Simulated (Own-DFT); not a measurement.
# Which defects push the lattice out? grey tin

No measurement is shown. These are fixed-geometry runs of a retired plane-wave code named Own-DFT, which no person has reviewed; spin and spin-orbit coupling are neglected.

All runs used: PBE; PseudoDojo norm-conserving scalar-relativistic files; cutoff 42 hartree; 3 x 3 x 3 k mesh centred on Gamma; cold (Marzari-Vanderbilt) smearing of 0.2 eV.

Keep in mind (not all hold for every row): not probed for a lower state with spin; forces on such cells moved up to 12 meV/angstrom on a denser k mesh; stress not checked against mesh or cutoff.

All runs share one cell, with vectors in Å (12.978, 0.000, 0.000); (0.000, 12.978, 0.000); (0.000, 0.000, 12.978) and a volume of 2185.9 Å³. u is the rms random offset of the atoms per axis. The defect's site can differ from row to row.

```
cell,formula,u (Å),P (GPa)
no defect,Sn64,0.0183,3.38
no defect,Sn64,0.0512,3.59
no defect,Sn64,0.0521,3.65
two Sn vacancies,Sn62,0.0283,3.11
two Sn vacancies,Sn62,0.0308,3.13
two Sn vacancies,Sn62,0.0471,?
two Sn vacancies,Sn62,0.0499,3.20
one Sn vacancy,Sn63,0.0304,3.24
one Sn vacancy,Sn63,0.0329,3.28
one Sn vacancy,Sn63,0.0511,3.44
```

## Worked fit

P = P0 + c u² + a shift for each defect gives P0 = 3.36 GPa, c = 93 ± 14 GPa/Å² and a scatter of 0.04 GPa. The shifts, and each times the cell's volume:

- one Sn vacancy: -0.19 ± 0.03 GPa, -2.6 eV
- two Sn vacancies: -0.35 ± 0.03 GPa, -4.8 eV (-2.4 eV for each of its 2 sites)

Against the defect-free cell, a freed cell would be larger where the shift is positive and smaller where it is negative (160.2 GPa Å³ is 1 eV). The atoms around the defects weren't relaxed, which would change these numbers.

## Test on the hidden row

The question: what pressure belongs in the blank (two Sn vacancies, u = 0.0471 Å)?

The fitted form gives 3.22 ± 0.04 GPa. The calculation gave 3.22 GPa.
